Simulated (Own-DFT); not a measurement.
# From a pressure shift to a lattice shift: beta-Si3N4, 112 atoms (N64Si48)

Calculated, not measured: single-point runs of Own-DFT, a retired in-house plane-wave DFT program that no person has reviewed, on unrelaxed cells, without spin or spin-orbit coupling.

Known weak points: forces on such cells moved up to 12 meV/angstrom on a denser k mesh; stress not checked against mesh or cutoff.

Each geometry was run with PBE and with PBEsol, otherwise alike: PseudoDojo norm-conserving scalar-relativistic files made for PBE; cutoff 42 hartree; 2 x 2 x 4 k mesh centred on Gamma; Fermi-Dirac smearing of 0.1 eV. Unstrained cell vectors in Å: (15.212, 0.000, 0.000); (-7.606, 13.174, 0.000); (0.000, 0.000, 5.818). Each has a uniform strain, of which the change of volume is shown, and random moves of rms u per axis.

```
run  volume change (%)   u (Å)  P with PBE (GPa)  P with PBEsol (GPa)
  1               0.97  0.0483              6.18                 3.78
  2              -1.91  0.0502             14.16                11.73
  3               0.29  0.0507              8.18                 5.78
  4              -0.01  0.0509              9.45                 7.05
  5               0.88  0.0556              6.53                 4.13
  6              -4.97  0.0496             23.23                20.72
  7               0.79  0.0519              6.93                 4.54
  8              -0.17  0.0494              9.03                 6.62
  9              -1.09  0.0462             10.29                 7.86
 10              -2.85  0.0479             15.85                13.38
 11               0.88  0.0496              6.12                    ?
```

The question: by how much does PBEsol shrink this cell, and what belongs in the blank?

## Working it out

Write v for the change of volume as a fraction. Fitted to v and u², the PBE pressure has a slope of -285 ± 11 GPa in v, with the ions held to the strained lattice. The difference PBEsol less PBE is -2.41 + 1.9 v GPa (slope ± 0.1) and averages -2.43 GPa. Divided by the mean slope of the two, 284 GPa, that makes PBEsol's volume at a given pressure, near 10 GPa, about 0.9 % smaller, or 0.28 % in lengths. At one volume PBEsol's slope is the smaller by 2 GPa, but its pressure there is lower too. If stiffness rises by about 4 GPa for each GPa, PBEsol at equal pressure is stiffer by about 8 GPa. Files made for PBEsol would give a different shift.

For run 11 the line gives 3.73 GPa. The run itself gave 3.73 GPa.
